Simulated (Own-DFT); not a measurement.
# Computed records: HfO₂ (monoclinic hafnia, atoms displaced)

Computed with Own-DFT development build. A calculation, not a measurement: plane-wave PBE density functional theory by an unreviewed code, no spin, of a simulated periodic cell, stress positive in tension, free energy of the whole cell less one offset for each atom, hafnium file: forces about 75 meV/angstrom off all-electron values; oxygen file: force components 24 meV/angstrom off all-electron in one glass; forces on such cells passed a denser k mesh, this cell's mesh not checked; offsets are fitted by least squares, one for each functional and potential file, so energies compare only between cells with the same atoms and settings and are not formation energies; the far tail of each file's local potential was reset to the Coulomb form; each entry is a single point on an unrelaxed cell, so the pressure reflects the starting lattice, mostly measured values, from which strain is counted, and rises with the displacements; printed positions are rounded, which can move forces by about a meV/angstrom; the program is a retired in-house code; no spin-orbit coupling; before rounding, a Quantum ESPRESSO 7.3.1 run of the same cell and cutoff gave forces within 1 meV/angstrom rms on each cell, which checks the program and not the settings.

Common to all runs: functional PBE; potential files PseudoDojo norm-conserving, scalar-relativistic, standard set; wave cutoff 72 hartree; occupations Fermi-Dirac; smearing width 0.1 eV; k mesh 2 x 2 x 2 centred on Gamma.

(1) 
```cif
# cell vector a (Å): 10.2340 0.0000 0.0000
# cell vector b (Å): 0.0000 10.3500 0.0000
# cell vector c (Å): -1.6955 0.0000 10.4453
data_HfO2
_symmetry_space_group_name_H-M 'P 1'
_symmetry_Int_Tables_number 1
_cell_length_a 10.2340
_cell_length_b 10.3500
_cell_length_c 10.5820
_cell_angle_alpha 90.000
_cell_angle_beta 99.220
_cell_angle_gamma 90.000
_cell_volume 1106.39
loop_
_atom_site_label
_atom_site_type_symbol
_atom_site_fract_x
_atom_site_fract_y
_atom_site_fract_z
_atom_site_occupancy
Hf1 Hf 0.13908 0.02338 0.10079 1
Hf2 Hf 0.35900 0.27687 0.14011 1
Hf3 Hf 0.36646 0.47583 0.38808 1
Hf4 Hf 0.13764 0.23425 0.35143 1
O1 O 0.03927 0.16297 0.16489 1
O2 O 0.46545 0.41406 0.07929 1
O3 O 0.46097 0.33885 0.32735 1
O4 O 0.03960 0.08357 0.42966 1
O5 O 0.21648 0.38017 0.24298 1
O6 O 0.27270 0.12075 0.00465 1
O7 O 0.27767 0.12099 0.26596 1
O8 O 0.21874 0.37748 0.49364 1
Hf5 Hf 0.14117 0.01362 0.60475 1
Hf6 Hf 0.36216 0.26402 0.64909 1
Hf7 Hf 0.36630 0.48506 0.90056 1
Hf8 Hf 0.13134 0.22317 0.85208 1
O9 O 0.03175 0.16696 0.66404 1
O10 O 0.45978 0.41133 0.58376 1
O11 O 0.46584 0.34061 0.82993 1
O12 O 0.04256 0.08847 0.91768 1
O13 O 0.22456 0.38064 0.74007 1
O14 O 0.27902 0.12625 0.50740 1
O15 O 0.27277 0.11711 0.75435 1
O16 O 0.22553 0.36809 0.99121 1
Hf9 Hf 0.13349 0.51747 0.09795 1
Hf10 Hf 0.35749 0.77232 0.14348 1
Hf11 Hf 0.35931 0.98400 0.40320 1
Hf12 Hf 0.14261 0.73691 0.34673 1
O17 O 0.03648 0.66692 0.17156 1
O18 O 0.46433 0.91775 0.08238 1
O19 O 0.45794 0.83849 0.33565 1
O20 O 0.03638 0.57480 0.42352 1
O21 O 0.22612 0.88192 0.23971 1
O22 O 0.27770 0.62956 0.01042 1
O23 O 0.27398 0.62269 0.26578 1
O24 O 0.22143 0.87194 0.48981 1
Hf13 Hf 0.13682 0.50857 0.59915 1
Hf14 Hf 0.35674 0.77257 0.63770 1
Hf15 Hf 0.36911 0.99027 0.89686 1
Hf16 Hf 0.13695 0.73209 0.85177 1
O25 O 0.03124 0.66154 0.66937 1
O26 O 0.46074 0.91950 0.58354 1
O27 O 0.46606 0.83631 0.82884 1
O28 O 0.03054 0.58280 0.92178 1
O29 O 0.23044 0.87458 0.73508 1
O30 O 0.28206 0.62933 0.51746 1
O31 O 0.27744 0.61907 0.76619 1
O32 O 0.23228 0.87599 0.99092 1
Hf17 Hf 0.64761 0.02398 0.10822 1
Hf18 Hf 0.85971 0.26606 0.14542 1
Hf19 Hf 0.86555 0.47766 0.39508 1
Hf20 Hf 0.63644 0.23415 0.35114 1
O33 O 0.53978 0.16334 0.16452 1
O34 O 0.95841 0.42454 0.07715 1
O35 O 0.96092 0.33680 0.32250 1
O36 O 0.53879 0.09214 0.42639 1
O37 O 0.72271 0.37913 0.24036 1
O38 O 0.77201 0.12812 0.00744 1
O39 O 0.77648 0.12188 0.26811 1
O40 O 0.72237 0.37227 0.48381 1
Hf21 Hf 0.63639 0.02670 0.60689 1
Hf22 Hf 0.87115 0.27817 0.64889 1
Hf23 Hf 0.86602 0.48130 0.90477 1
Hf24 Hf 0.64336 0.22675 0.85755 1
O41 O 0.54148 0.17166 0.68346 1
O42 O 0.96751 0.42200 0.58439 1
O43 O 0.96059 0.34253 0.82719 1
O44 O 0.53433 0.08292 0.91949 1
O45 O 0.71908 0.38010 0.74317 1
O46 O 0.75940 0.13492 0.51750 1
O47 O 0.77419 0.12386 0.75785 1
O48 O 0.72535 0.37196 0.98805 1
Hf25 Hf 0.64752 0.51417 0.10749 1
Hf26 Hf 0.86579 0.77282 0.14251 1
Hf27 Hf 0.86475 0.97625 0.39324 1
Hf28 Hf 0.63984 0.72626 0.35785 1
O49 O 0.53417 0.66550 0.16980 1
O50 O 0.95167 0.91087 0.07044 1
O51 O 0.96424 0.82667 0.32935 1
O52 O 0.53951 0.59118 0.43316 1
O53 O 0.72150 0.87621 0.23926 1
O54 O 0.77175 0.62355 0.01372 1
O55 O 0.77570 0.62043 0.26109 1
O56 O 0.72714 0.86927 0.48043 1
Hf29 Hf 0.62774 0.52640 0.60288 1
Hf30 Hf 0.86493 0.76900 0.64329 1
Hf31 Hf 0.85981 0.98404 0.89979 1
Hf32 Hf 0.63793 0.73708 0.85464 1
O57 O 0.54229 0.65776 0.67348 1
O58 O 0.97368 0.91202 0.58594 1
O59 O 0.96921 0.82580 0.83031 1
O60 O 0.54006 0.59045 0.91313 1
O61 O 0.71516 0.87603 0.73332 1
O62 O 0.77225 0.63353 0.50825 1
O63 O 0.77077 0.61856 0.77002 1
O64 O 0.72749 0.87316 0.99081 1
_calc_free_energy_of_cell_above_offsets '-92.485'  # eV
_calc_pressure 6.18  # GPa
_calc_stress_xx -6.62  # GPa
_calc_stress_yy -6.21  # GPa
_calc_stress_zz -5.71  # GPa
_calc_stress_yz 0.27  # GPa
_calc_stress_xz 0.22  # GPa
_calc_stress_xy -0.43  # GPa
```

Force:
```csv
element,x (eV/Å),y (eV/Å),z (eV/Å)
Hf,1.388,-1.772,0.411
Hf,0.343,-1.559,0.415
Hf,-1.778,2.572,3.074
Hf,0.179,-0.748,1.25
O,-1.622,1.323,0.526
O,0.448,0.38,0.342
O,1.186,-1.6,-1.329
O,-0.583,0.205,-1.441
O,0.607,-0.203,-0.831
O,0.299,1.865,1.139
O,-0.313,0.823,-1.293
O,0.86,-2.046,-1.897
Hf,-0.094,0.813,0.145
Hf,0.267,1.732,0.553
Hf,0.74,0.297,-1.92
Hf,2.279,3.337,-1.742
O,0.49,-0.036,1.079
O,0.267,0.405,-1.522
O,0.232,-1.151,0.193
O,-3.214,-2.804,1.072
O,-0.044,-1.148,0.384
O,-0.466,1.125,0.742
O,-0.299,0.337,0.616
O,-0.606,-0.241,0.185
Hf,0.543,1.213,0.631
Hf,2.017,0.189,0.505
Hf,1.714,-0.39,-1.059
Hf,-0.399,-1.973,1.692
O,0.165,0.117,-0.338
O,0.983,0.642,-0.101
O,0.942,-1.021,-0.4
O,0.599,1.154,-1.046
O,-1.224,0.179,-0.342
O,-0.858,-0.119,0.549
O,0.511,-0.461,-0.863
O,-0.166,0.073,-0.487
Hf,1.563,3.134,1.836
Hf,1.166,-1.501,2.151
Hf,-0.277,-3.114,-0.294
Hf,1.415,-1.095,-0.387
O,0.35,0.341,0.418
O,0.441,0.627,-0.462
O,-0.237,0.239,-0.279
O,1.554,0.684,0.478
O,-1.015,0.279,0.437
O,-0.465,-0.107,-1.279
O,-0.289,0.464,-0.482
O,-1.321,-0.582,-0.451
Hf,-2.541,-2.393,-0.058
Hf,0.284,1.454,0.148
Hf,-1.185,1.62,0.662
Hf,-0.029,-0.67,1.712
O,-1.131,1.533,0.584
O,0.327,-1.672,1.866
O,0.986,-1.561,-0.403
O,-1.696,-0.675,-0.444
O,0.482,-0.746,-0.509
O,1.292,0.14,0.778
O,0.885,0.104,-0.949
O,0.635,0.157,0.051
Hf,-0.066,-0.386,-0.122
Hf,-3.172,-0.308,-0.596
Hf,-2.742,1.159,-3.299
Hf,-0.939,2.473,-1.556
O,-0.992,-0.69,-0.991
O,-1.389,-0.783,-0.969
O,1.77,-1.965,0.16
O,1.208,0.522,0.737
O,0.634,-0.483,-0.362
O,2.354,0.113,-0.685
O,0.881,-0.793,1.433
O,-0.247,-0.961,1.398
Hf,-1.458,2.408,-0.898
Hf,-2.267,-2.619,0.903
Hf,-0.528,-0.201,1.424
Hf,-0.519,0.993,-1.345
O,-0.111,-0.32,0.449
O,3.379,2.736,0.384
O,-0.204,0.852,-0.22
O,-2.086,-1.072,-1.927
O,0.893,0.765,-0.446
O,0.864,1.202,0.798
O,0.183,-0.499,0.214
O,0.419,1.002,0.947
Hf,2.506,-2.89,1.78
Hf,-0.795,-0.996,0.682
Hf,0.133,-1.581,-2.577
Hf,-0.097,-1.246,-0.379
O,-2.984,3.379,0.631
O,-0.809,0.402,-1.014
O,-1.75,1.974,0.191
O,-1.433,-1.633,1.452
O,1.268,0.777,0.405
O,0.719,-0.504,0.474
O,1.208,0.688,-0.719
O,-0.417,0.325,-0.373
```

(2) 
```cif
# cell vector a (Å): 10.2340 0.0000 0.0000
# cell vector b (Å): 0.0000 10.3500 0.0000
# cell vector c (Å): -1.6955 0.0000 10.4453
data_HfO2
_symmetry_space_group_name_H-M 'P 1'
_symmetry_Int_Tables_number 1
_cell_length_a 10.2340
_cell_length_b 10.3500
_cell_length_c 10.5820
_cell_angle_alpha 90.000
_cell_angle_beta 99.220
_cell_angle_gamma 90.000
_cell_volume 1106.39
loop_
_atom_site_label
_atom_site_type_symbol
_atom_site_fract_x
_atom_site_fract_y
_atom_site_fract_z
_atom_site_occupancy
Hf1 Hf 0.14216 0.03526 0.11577 1
Hf2 Hf 0.34693 0.27642 0.14310 1
Hf3 Hf 0.35104 0.46792 0.40644 1
Hf4 Hf 0.13684 0.24461 0.34297 1
O1 O 0.05242 0.15777 0.16695 1
O2 O 0.46716 0.41160 0.06665 1
O3 O 0.46517 0.32895 0.33726 1
O4 O 0.02168 0.08394 0.42188 1
O5 O 0.22228 0.38154 0.23839 1
O6 O 0.28458 0.12443 0.01685 1
O7 O 0.27410 0.12689 0.26319 1
O8 O 0.22895 0.36638 0.48412 1
Hf5 Hf 0.14036 0.01007 0.61395 1
Hf6 Hf 0.35777 0.26603 0.63995 1
Hf7 Hf 0.35989 0.48079 0.89680 1
Hf8 Hf 0.11789 0.22521 0.84886 1
O9 O 0.03476 0.16452 0.66608 1
O10 O 0.45617 0.39873 0.57987 1
O11 O 0.46223 0.32187 0.82929 1
O12 O 0.02162 0.09528 0.93274 1
O13 O 0.22632 0.37719 0.75337 1
O14 O 0.27176 0.13515 0.51614 1
O15 O 0.26001 0.12455 0.75546 1
O16 O 0.23726 0.37198 0.00081 1
Hf9 Hf 0.14416 0.53423 0.10352 1
Hf10 Hf 0.36434 0.77957 0.14769 1
Hf11 Hf 0.36534 0.98586 0.40409 1
Hf12 Hf 0.14196 0.72700 0.35746 1
O17 O 0.03047 0.67264 0.16875 1
O18 O 0.46285 0.91561 0.07019 1
O19 O 0.45993 0.84978 0.34287 1
O20 O 0.04146 0.58940 0.41941 1
O21 O 0.21498 0.88624 0.23469 1
O22 O 0.28451 0.62900 0.99506 1
O23 O 0.28143 0.61255 0.25579 1
O24 O 0.22406 0.86814 0.48582 1
Hf13 Hf 0.13561 0.52388 0.59728 1
Hf14 Hf 0.36643 0.77503 0.65314 1
Hf15 Hf 0.35855 0.98014 0.90322 1
Hf16 Hf 0.13654 0.72092 0.86137 1
O25 O 0.04477 0.67399 0.66547 1
O26 O 0.45646 0.92044 0.56741 1
O27 O 0.46106 0.82915 0.82407 1
O28 O 0.03755 0.57580 0.92616 1
O29 O 0.22938 0.87335 0.73915 1
O30 O 0.28052 0.63145 0.50325 1
O31 O 0.26100 0.63641 0.76723 1
O32 O 0.20522 0.87229 0.99259 1
Hf17 Hf 0.63176 0.01503 0.11093 1
Hf18 Hf 0.85285 0.27443 0.14067 1
Hf19 Hf 0.87198 0.49713 0.39536 1
Hf20 Hf 0.64079 0.23700 0.36197 1
O33 O 0.54966 0.15707 0.17147 1
O34 O 0.97939 0.42498 0.08178 1
O35 O 0.97410 0.33630 0.33804 1
O36 O 0.52508 0.09086 0.42967 1
O37 O 0.72233 0.37046 0.22877 1
O38 O 0.78054 0.12182 0.01602 1
O39 O 0.76327 0.12029 0.25545 1
O40 O 0.71349 0.36461 0.49304 1
Hf21 Hf 0.63432 0.99419 0.59586 1
Hf22 Hf 0.86129 0.26323 0.65116 1
Hf23 Hf 0.86388 0.48223 0.89347 1
Hf24 Hf 0.62360 0.23671 0.84162 1
O41 O 0.53614 0.15305 0.67576 1
O42 O 0.95823 0.42085 0.57831 1
O43 O 0.95885 0.33750 0.82135 1
O44 O 0.54475 0.07776 0.93410 1
O45 O 0.73758 0.37987 0.73686 1
O46 O 0.78211 0.12264 0.51586 1
O47 O 0.77854 0.10910 0.75826 1
O48 O 0.73008 0.38063 0.99918 1
Hf25 Hf 0.64070 0.51990 0.10317 1
Hf26 Hf 0.86362 0.76814 0.14781 1
Hf27 Hf 0.85959 0.97406 0.39426 1
Hf28 Hf 0.63911 0.73031 0.36782 1
O49 O 0.52908 0.66225 0.17528 1
O50 O 0.96100 0.91265 0.07756 1
O51 O 0.95700 0.83125 0.32256 1
O52 O 0.53041 0.58503 0.42085 1
O53 O 0.71583 0.87613 0.23582 1
O54 O 0.78221 0.63640 0.00965 1
O55 O 0.77265 0.62474 0.26151 1
O56 O 0.71460 0.86008 0.47856 1
Hf29 Hf 0.64427 0.52937 0.60291 1
Hf30 Hf 0.85130 0.76211 0.66115 1
Hf31 Hf 0.86020 0.97933 0.90063 1
Hf32 Hf 0.64973 0.74346 0.86118 1
O57 O 0.52824 0.66693 0.66241 1
O58 O 0.96000 0.92552 0.58091 1
O59 O 0.96815 0.82871 0.81933 1
O60 O 0.53750 0.57313 0.92497 1
O61 O 0.72853 0.89050 0.72510 1
O62 O 0.78400 0.63516 0.49650 1
O63 O 0.77155 0.62682 0.75286 1
O64 O 0.73891 0.86961 0.99721 1
_calc_free_energy_of_cell_above_offsets '-82.885'  # eV
_calc_pressure 9.43  # GPa
_calc_stress_xx -9.57  # GPa
_calc_stress_yy -9.31  # GPa
_calc_stress_zz -9.41  # GPa
_calc_stress_yz -0.64  # GPa
_calc_stress_xz -0.46  # GPa
_calc_stress_xy 2.21  # GPa
```

Force:
```csv
element,x (eV/Å),y (eV/Å),z (eV/Å)
Hf,3.558,-8.246,-3.653
Hf,4.22,-1.416,1.03
Hf,4.317,2.281,-2.561
Hf,-0.621,-4.359,2.11
O,-7.442,8.156,2.789
O,0.386,-0.286,1.492
O,-0.874,0.681,-1.173
O,1.612,0.551,-0.656
O,-0.432,0.412,0.291
O,-0.601,0.355,-0.654
O,1.252,0.417,0.257
O,-2.752,0.355,1.613
Hf,-1.13,1.062,-2.984
Hf,-1.017,-2.173,2.542
Hf,0.417,-0.794,-0.334
Hf,2.69,0.207,0.262
O,-0.77,0.914,1.236
O,3.039,3.443,-0.267
O,-1.19,1.328,-0.285
O,0.799,-0.185,-0.605
O,-0.325,1.157,-2.011
O,-0.559,-1.279,-0.895
O,0.88,-1.22,1.899
O,-2.207,0.257,-1.447
Hf,-0.039,-1.352,0.612
Hf,-0.662,-0.95,0.894
Hf,-3.485,2.193,-2.544
Hf,1.237,3.358,-2.119
O,2.065,-1.352,0.515
O,-1.183,-1.511,0.605
O,2.036,-3.314,-2.699
O,-0.874,-1.365,0.41
O,1.025,-1.392,1.223
O,-0.848,0.849,2.639
O,-0.805,1.254,0.26
O,-0.649,0.16,0.963
Hf,-0.14,-0.107,2.775
Hf,-1.81,-0.956,-1.989
Hf,-0.095,1.046,-1.046
Hf,-0.036,2.637,-0.715
O,-1.892,-0.509,-0.329
O,0.214,-1.647,3.356
O,2.031,0.379,1.55
O,-0.129,0.72,-1.19
O,-0.501,1.159,0.95
O,-0.599,-0.836,1.162
O,3.128,-2.763,-2.093
O,1.985,-0.575,-0.829
Hf,2.651,1.335,-0.359
Hf,0.94,-1.881,0.241
Hf,-1.132,-3.078,-0.638
Hf,-0.527,-2.832,-1.441
O,-4.144,3.092,0.883
O,-1.817,-1.571,-0.189
O,-2.093,1.274,-1.36
O,1.887,0.807,-0.219
O,-0.053,1.184,1.603
O,0.218,1.288,-0.071
O,2.479,0.076,1.664
O,1.047,2.195,0.68
Hf,-0.083,7.037,-1.895
Hf,-0.632,-1.382,-2.762
Hf,-0.344,-0.826,1.841
Hf,2.113,-3.312,1.365
O,-0.458,0.399,0.02
O,0.847,0.942,-0.282
O,0.865,0.047,1.073
O,-1.16,0.302,-2.46
O,-2.391,1.331,0.675
O,-1.333,-0.217,-0.706
O,-0.045,1.688,0.249
O,0.903,-0.652,-2.035
Hf,-1.832,0.449,0.493
Hf,-0.428,2.098,0.336
Hf,1.161,2.307,0.144
Hf,-2.167,-1.982,-5.831
O,-0.127,0.786,-0.035
O,1.118,0.769,0.055
O,1.238,-0.804,1.301
O,0.437,-0.605,1.631
O,0.054,-0.981,1.004
O,-0.626,-1.181,-1.338
O,0.212,-0.859,-0.149
O,0.79,2.708,3.494
Hf,-1.937,-2.664,-1.861
Hf,5.82,2.688,-3.63
Hf,1.269,1.471,0.65
Hf,-2.87,-1.825,0.502
O,1.681,-0.441,0.909
O,-0.988,-1.762,0.35
O,-1.65,0.604,0.884
O,1.711,2.176,-1.416
O,-0.394,-4.31,4.411
O,-0.68,-0.896,2.692
O,-0.572,-1.066,1.543
O,-2.182,-0.668,-2.375
```

(3) 
```cif
# cell vector a (Å): 10.2340 0.0000 0.0000
# cell vector b (Å): 0.0000 10.3500 0.0000
# cell vector c (Å): -1.6955 0.0000 10.4453
data_HfO2
_symmetry_space_group_name_H-M 'P 1'
_symmetry_Int_Tables_number 1
_cell_length_a 10.2340
_cell_length_b 10.3500
_cell_length_c 10.5820
_cell_angle_alpha 90.000
_cell_angle_beta 99.220
_cell_angle_gamma 90.000
_cell_volume 1106.39
loop_
_atom_site_label
_atom_site_type_symbol
_atom_site_fract_x
_atom_site_fract_y
_atom_site_fract_z
_atom_site_occupancy
Hf1 Hf 0.14313 0.00693 0.10242 1
Hf2 Hf 0.37050 0.27902 0.15693 1
Hf3 Hf 0.35340 0.47053 0.39260 1
Hf4 Hf 0.13173 0.24187 0.35601 1
O1 O 0.03266 0.14056 0.17401 1
O2 O 0.46475 0.42375 0.08067 1
O3 O 0.44457 0.34323 0.33860 1
O4 O 0.02329 0.08491 0.44192 1
O5 O 0.23917 0.37223 0.23733 1
O6 O 0.25231 0.13292 0.00825 1
O7 O 0.26752 0.10127 0.26233 1
O8 O 0.21857 0.37625 0.48831 1
Hf5 Hf 0.15560 0.03311 0.61508 1
Hf6 Hf 0.36731 0.26625 0.65268 1
Hf7 Hf 0.37600 0.48145 0.89322 1
Hf8 Hf 0.13118 0.24218 0.86192 1
O9 O 0.02790 0.16631 0.66590 1
O10 O 0.47100 0.43187 0.55930 1
O11 O 0.46246 0.32619 0.82889 1
O12 O 0.03755 0.10844 0.92917 1
O13 O 0.21801 0.36297 0.75902 1
O14 O 0.25346 0.14283 0.50696 1
O15 O 0.28167 0.11169 0.77016 1
O16 O 0.23902 0.36316 0.98768 1
Hf9 Hf 0.12417 0.50328 0.09505 1
Hf10 Hf 0.36298 0.78281 0.13697 1
Hf11 Hf 0.36469 0.98217 0.39946 1
Hf12 Hf 0.13381 0.73406 0.36694 1
O17 O 0.02324 0.66703 0.18335 1
O18 O 0.45601 0.92542 0.08456 1
O19 O 0.45909 0.84357 0.33008 1
O20 O 0.04404 0.59127 0.42370 1
O21 O 0.21620 0.89220 0.23026 1
O22 O 0.28974 0.64049 0.01763 1
O23 O 0.28882 0.61269 0.26568 1
O24 O 0.22657 0.86080 0.49818 1
Hf13 Hf 0.14919 0.51685 0.59799 1
Hf14 Hf 0.36917 0.76677 0.65830 1
Hf15 Hf 0.35123 0.97868 0.90138 1
Hf16 Hf 0.13520 0.72011 0.86132 1
O25 O 0.04136 0.67279 0.66889 1
O26 O 0.44862 0.90479 0.54532 1
O27 O 0.45741 0.82839 0.82189 1
O28 O 0.05283 0.58208 0.92280 1
O29 O 0.22922 0.88057 0.73034 1
O30 O 0.27244 0.63542 0.50619 1
O31 O 0.28828 0.60764 0.76540 1
O32 O 0.20407 0.87188 0.98642 1
Hf17 Hf 0.63644 0.01935 0.11000 1
Hf18 Hf 0.86211 0.26836 0.13835 1
Hf19 Hf 0.86564 0.47137 0.38435 1
Hf20 Hf 0.63259 0.22324 0.35559 1
O33 O 0.54598 0.18128 0.15736 1
O34 O 0.95508 0.42527 0.06828 1
O35 O 0.96192 0.32459 0.34266 1
O36 O 0.52390 0.08081 0.42612 1
O37 O 0.72807 0.39348 0.23022 1
O38 O 0.78904 0.15959 0.01376 1
O39 O 0.75837 0.11636 0.25064 1
O40 O 0.72320 0.37170 0.46423 1
Hf21 Hf 0.62936 0.02848 0.59624 1
Hf22 Hf 0.86777 0.28160 0.65565 1
Hf23 Hf 0.86146 0.47750 0.89990 1
Hf24 Hf 0.65302 0.22853 0.86819 1
O41 O 0.54744 0.15082 0.67654 1
O42 O 0.93539 0.42262 0.58588 1
O43 O 0.96725 0.32489 0.83808 1
O44 O 0.52689 0.10480 0.93108 1
O45 O 0.72765 0.37201 0.74880 1
O46 O 0.76236 0.14147 0.50555 1
O47 O 0.79126 0.11016 0.76156 1
O48 O 0.73083 0.37738 0.02185 1
Hf25 Hf 0.63564 0.51205 0.13001 1
Hf26 Hf 0.85592 0.77945 0.16056 1
Hf27 Hf 0.87041 0.98738 0.39535 1
Hf28 Hf 0.65858 0.73012 0.34377 1
O49 O 0.54462 0.66439 0.18311 1
O50 O 0.96784 0.91084 0.08404 1
O51 O 0.97737 0.84059 0.33066 1
O52 O 0.53870 0.59418 0.42168 1
O53 O 0.73210 0.86470 0.24464 1
O54 O 0.78178 0.65276 0.01907 1
O55 O 0.77052 0.61397 0.27145 1
O56 O 0.73429 0.89375 0.49854 1
Hf29 Hf 0.64098 0.51672 0.59142 1
Hf30 Hf 0.87973 0.75193 0.65025 1
Hf31 Hf 0.88498 0.01337 0.88830 1
Hf32 Hf 0.63658 0.74176 0.84736 1
O57 O 0.53625 0.67455 0.67477 1
O58 O 0.95722 0.91381 0.57424 1
O59 O 0.97460 0.82439 0.83470 1
O60 O 0.54193 0.59145 0.92816 1
O61 O 0.72563 0.89292 0.75047 1
O62 O 0.78481 0.62515 0.51568 1
O63 O 0.76901 0.63181 0.76050 1
O64 O 0.71203 0.86414 0.98855 1
_calc_free_energy_of_cell_above_offsets '-69.070'  # eV
_calc_pressure 14.99  # GPa
_calc_stress_xx -15.74  # GPa
_calc_stress_yy -14.95  # GPa
_calc_stress_zz -14.29  # GPa
_calc_stress_yz 1.29  # GPa
_calc_stress_xz -2.68  # GPa
_calc_stress_xy 1.6  # GPa
```

Force:
```csv
element,x (eV/Å),y (eV/Å),z (eV/Å)
Hf,-1.886,2.596,1.033
Hf,-0.381,-2.654,-3.476
Hf,-1.657,9.431,0.981
Hf,1.439,-5.413,-1.266
O,-2.361,4.094,1.238
O,-0.656,-0.958,0.781
O,7.254,-6.993,-2.289
O,2.963,2.917,-1.132
O,-5.116,0.351,-0.287
O,3.285,-0.426,0.778
O,0.498,4.797,-0.399
O,-0.309,-0.243,1.058
Hf,-4.048,-3.876,-1.69
Hf,0.601,0.423,0.717
Hf,0.309,0.727,2.281
Hf,4.928,-2.012,-0.256
O,0.549,0.728,1.596
O,-2.13,-3.74,3.505
O,1.467,-0.061,-0.94
O,-1.352,-2.05,0.312
O,2.268,2.45,-4.74
O,2.55,0.751,1.097
O,0.405,2.181,-1.373
O,-1.106,2.2,1.942
Hf,4.333,4.728,3.173
Hf,-1.702,-3.579,4.973
Hf,-4.317,-2.559,-4.326
Hf,3.76,0.906,-2.922
O,1.902,-2.496,-0.729
O,1.75,2.01,-1.183
O,1.481,-1.223,-2.545
O,-3.029,-3.992,1.512
O,1.567,-4.999,2.382
O,-0.882,-1.352,-1.402
O,-1.525,0.654,-1.048
O,-1.201,2.152,-0.439
Hf,-0.822,2.3,0.96
Hf,-1.375,0.178,-4.69
Hf,0.698,0.108,-0.818
Hf,3.012,3.721,-1.864
O,4.08,-3.302,0.515
O,3.28,-0.563,7.488
O,-0.361,2.542,3.058
O,-3.621,-4.321,0.616
O,-0.797,0.048,2.406
O,-0.03,-2.119,2.381
O,-1.393,0.558,-1.673
O,2.493,-0.305,-1.226
Hf,-0.152,-1.641,-2.698
Hf,1.868,1.267,5.692
Hf,-1.4,3.274,2.858
Hf,0.085,0.339,0.217
O,-1.497,0.553,1.763
O,0.359,-1.978,1.954
O,0.255,-0.613,-1.69
O,2.382,3.913,-1.457
O,2.578,-6.223,5.45
O,-1.1,-5.799,-3.985
O,1.432,0.543,1.193
O,-1.257,0.468,1.143
Hf,4.521,-7.311,-0.459
Hf,-1.231,-4.798,-1.525
Hf,-2.686,3.679,-1.377
Hf,-2.519,0.222,-1.533
O,-4.551,5.494,2.715
O,4.037,3.227,-1.14
O,-3.427,3.118,0.21
O,0.939,-1.473,0.192
O,-0.549,0.635,0.343
O,0.261,0.446,0.333
O,-2.349,4.908,-2.121
O,-0.554,0.157,-5.304
Hf,-1.425,6.151,-6.941
Hf,5.122,-2.088,-5.485
Hf,-1.398,-2.417,2.439
Hf,-6.19,0.852,5.826
O,-1.644,1.856,-0.682
O,-1.164,0.878,-1.181
O,-2.2,1.348,0.401
O,0.5,-0.693,0.31
O,-2.616,4.378,0.224
O,0.268,-3.474,-0.792
O,2.973,-0.389,-0.756
O,-0.879,-2.014,-2.198
Hf,0.089,3.5,-0.25
Hf,-4.155,5.448,-0.649
Hf,-1.822,-8.924,2.53
Hf,2.081,-0.414,1.522
O,1.073,-1.926,-1.151
O,1.833,0.169,1.198
O,-0.814,1.397,-0.008
O,-0.549,-1.368,-0.194
O,-0.406,-0.703,-0.933
O,0.114,0.034,-1.105
O,1.468,-2.604,0.547
O,-0.522,4.276,2.48
```
